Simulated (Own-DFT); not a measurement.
# A change of arrangement and its cost: Ga48P48, 96 atoms

Source: density functional calculations with Own-DFT, an unreviewed in-house program that is no longer used. Nothing was measured or relaxed, and spin and spin-orbit coupling are left out.

All runs used: PBE; PseudoDojo norm-conserving scalar-relativistic files; cutoff 42 hartree; 2 x 3 x 3 k mesh centred on Gamma; Fermi-Dirac smearing of 0.1 eV.

Caveats (not all hold for every row): not probed for a lower state with spin; forces on such cells failed a check on a denser k mesh; forces on such cells passed a denser k mesh, each cell not checked; stress not checked against mesh or cutoff.

All cells hold the same atoms in the same cell, with vectors in Å (16.352, 0.000, 0.000); (0.000, 10.901, 0.000); (0.000, 0.000, 10.901). u is the rms random offset of the atoms per axis. The defect's site can differ from row to row. E is the free energy of the cell above the lowest run. The arrangements:

- A: zincblende GaP
- B: zincblende GaP, with one Ga on a P site and one P on a Ga site, 2.4 Å apart

| arrangement | u (Å) | E (eV) | P (GPa) |
|---|---|---|---|
| A | 0.0191 | 0.000 | 2.71 |
| A | 0.0193 | 0.034 | 2.72 |
| A | 0.0206 | 0.110 | 2.73 |
| A | 0.0468 | 2.985 | 3.17 |
| A | 0.0498 | 2.978 | 3.14 |
| A | 0.0510 | 3.750 | 3.25 |
| B | 0.0280 | 3.684 | 2.90 |
| B | 0.0285 | 3.875 | 2.94 |
| B | 0.0302 | 4.041 | 2.97 |
| B | 0.0510 | 6.796 | 3.34 |
| B | 0.0513 | 6.862 | 3.41 |
| B | 0.0536 | 7.284 | 3.42 |

The question: how far apart are the arrangements at u = 0?

## Answer

Fit E = a + b u², with one b for all and one a for each arrangement, and with residuals divided by u², since the noise grows with the moves. Then b = 1613 eV/Å², the scatter at u = 0.04 Å is 0.13 eV, and against A:

- B: 3.10 ± 0.05 eV (higher)

Unrelaxed energies often overstate such gaps, and a small one could reverse once the atoms move.
